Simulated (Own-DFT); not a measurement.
# How strain changes the stress of fcc Cu, 16 atoms (Cu16)

Calculated results; nothing here was measured. They come from Own-DFT, an in-house plane-wave density functional program, since retired, whose code no person has reviewed. Each row is one single-point run on a periodic cell that was not relaxed, without spin or spin-orbit coupling.

Settings of every run: PBE; PseudoDojo norm-conserving scalar-relativistic files; cutoff 50 hartree; 7 x 7 x 5 k mesh centred on Gamma; cold (Marzari-Vanderbilt) smearing of 0.2 eV.

Known limits: forces on such cells failed a check on a denser k mesh; stress not checked against mesh or cutoff.

Unstrained cell vectors in Å: (3.615, 3.615, 0.000); (-3.615, 3.615, 0.000); (0.000, 0.000, 7.230). The unstrained cell has measured lattice constants (interpolated for alloys), not those of this functional. That, the random moves and any unrelaxed bonds set the pressure at no strain. Each run strains this cell uniformly, with the atoms carried along. Every atom was also moved at random, by a Gaussian of width 0.05 Å on each axis. Strain is the symmetric tensor, in per cent. Stress is positive in tension, and the pressure is minus a third of its trace.

| run | e_xx (%) | e_yy (%) | e_zz (%) | e_yz (%) | e_xz (%) | e_xy (%) | s_xx (GPa) | s_yy (GPa) | s_zz (GPa) | s_yz (GPa) | s_xz (GPa) | s_xy (GPa) | P (GPa) | E (meV/atom) |
|---|---|---|---|---|---|---|---|---|---|---|---|---|---|---|
| 1 | 0.50 | -0.30 | -0.85 | -0.12 | 1.56 | -1.81 | -3.85 | -3.98 | -3.94 | -0.19 | 2.81 | -2.96 | 3.92 | 6.4 |
| 2 | 1.07 | 0.06 | 0.92 | 0.20 | 0.16 | 1.54 | 0.08 | -0.41 | 0.78 | 0.47 | 0.29 | 2.73 | -0.15 | 3.4 |
| 3 | 0.87 | 1.87 | 0.94 | 1.39 | 1.16 | -1.90 | 2.02 | 2.46 | 2.23 | 2.03 | 1.75 | -2.70 | -2.24 | 5.8 |
| 4 | 0.82 | -0.27 | 1.15 | 0.65 | 1.37 | 1.52 | -0.36 | -0.98 | 0.30 | 1.02 | 2.05 | 2.66 | 0.35 | 2.6 |
| 5 | 0.67 | -0.05 | 1.16 | 0.37 | -0.15 | 0.69 | -0.39 | -1.44 | -0.18 | 0.96 | -0.22 | 1.09 | 0.67 | 11.9 |
| 6 | -0.91 | 1.59 | 0.92 | -1.55 | 1.11 | 0.85 | -1.83 | -0.44 | -1.02 | -2.58 | 1.71 | 1.44 | 1.09 | 14.1 |
| 7 | -0.82 | 1.24 | 1.84 | -0.33 | 1.62 | 1.39 | -0.79 | 0.75 | 0.65 | -0.52 | 2.78 | 1.72 | -0.20 | 7.6 |
| 8 | -1.63 | 1.98 | -1.53 | -1.09 | -0.02 | -0.39 | -6.03 | -3.19 | -5.02 | -1.79 | -0.10 | -0.19 | 4.74 | 5.5 |
| 9 | 1.28 | -1.60 | 1.47 | 0.06 | 0.46 | -0.70 | -0.31 | -2.29 | -0.33 | 0.11 | 0.79 | -0.96 | 0.98 | 0.0 |
| 10 | -1.21 | 1.25 | 0.58 | -0.66 | -0.91 | -0.10 | -3.41 | -1.16 | -2.11 | -0.88 | -1.19 | -0.15 | 2.23 | 11.2 |
| 11 | -1.17 | 0.98 | 0.20 | -1.76 | -0.01 | 1.52 | -3.59 | -2.57 | -3.28 | -3.08 | -0.32 | 2.53 | 3.15 | 10.6 |
| 12 | -1.82 | -1.66 | 0.02 | -1.16 | 1.97 | -1.36 | -9.85 | -9.61 | -8.63 | -2.22 | 4.07 | -2.67 | 9.37 | 30.9 |
| 13 | -1.95 | 0.11 | 0.76 | -1.14 | 1.54 | 1.17 | -5.38 | -3.95 | -3.76 | -1.61 | 3.00 | 1.89 | 4.36 | 3.2 |
| 14 | -0.35 | -0.84 | -0.07 | 0.74 | -1.62 | -0.54 | -5.11 | -5.21 | -4.81 | 1.53 | -2.90 | -0.94 | 5.04 | 11.1 |
| 15 | 1.92 | -1.63 | -1.13 | 1.22 | -1.35 | -1.39 | -2.82 | -5.64 | -4.50 | 2.87 | -2.16 | -2.62 | 4.32 | 9.2 |
| 16 | 1.73 | -1.41 | 1.73 | -0.76 | -1.70 | 0.37 | ? | ? | ? | ? | ? | ? | ? | ? |

E is the free energy for each atom above the lowest run shown.

## Worked fit

Each stress component was fitted by least squares to a constant and the strains of the runs shown, as fractions, with shears doubled. Shear strains stay in the fit of a normal stress only where such slopes are resolved. The slopes, in GPa:

```
stress  at no strain  per e_xx  per e_yy  per e_zz  scatter
  s_xx          -3.2   205 ± 9   132 ± 9  139 ± 10     0.37
  s_yy          -3.2  128 ± 10  199 ± 10  133 ± 13     0.45
  s_zz          -3.0  154 ± 10  138 ± 10  176 ± 12     0.42
```

Each shear stress against twice its own strain: yz 87 ± 6, xz 86 ± 3, xy 81 ± 5 GPa. These are stiffnesses along x, y and z of the frame in which the cell vectors are given, which need not be the crystal's axes. The atoms are held to the strained lattice; where symmetry lets them move under strain, relaxing them would lower some slopes. The table should be nearly symmetric about its diagonal, and what it lacks of that shows the noise. A ninth of its sum, 156 ± 5 GPa, estimates the bulk modulus near the mean pressure of these runs, 2.5 GPa, so it lies above the value at zero pressure.

## Withheld run

Question: what normal stresses and pressure should run 16 give?

The fit gives s_xx = 0.8, s_yy = -1.5, s_zz = 0.8 and P = 0.0 GPa. The calculation gave -0.05, -1.51, 0.82 and P = 0.25 GPa.
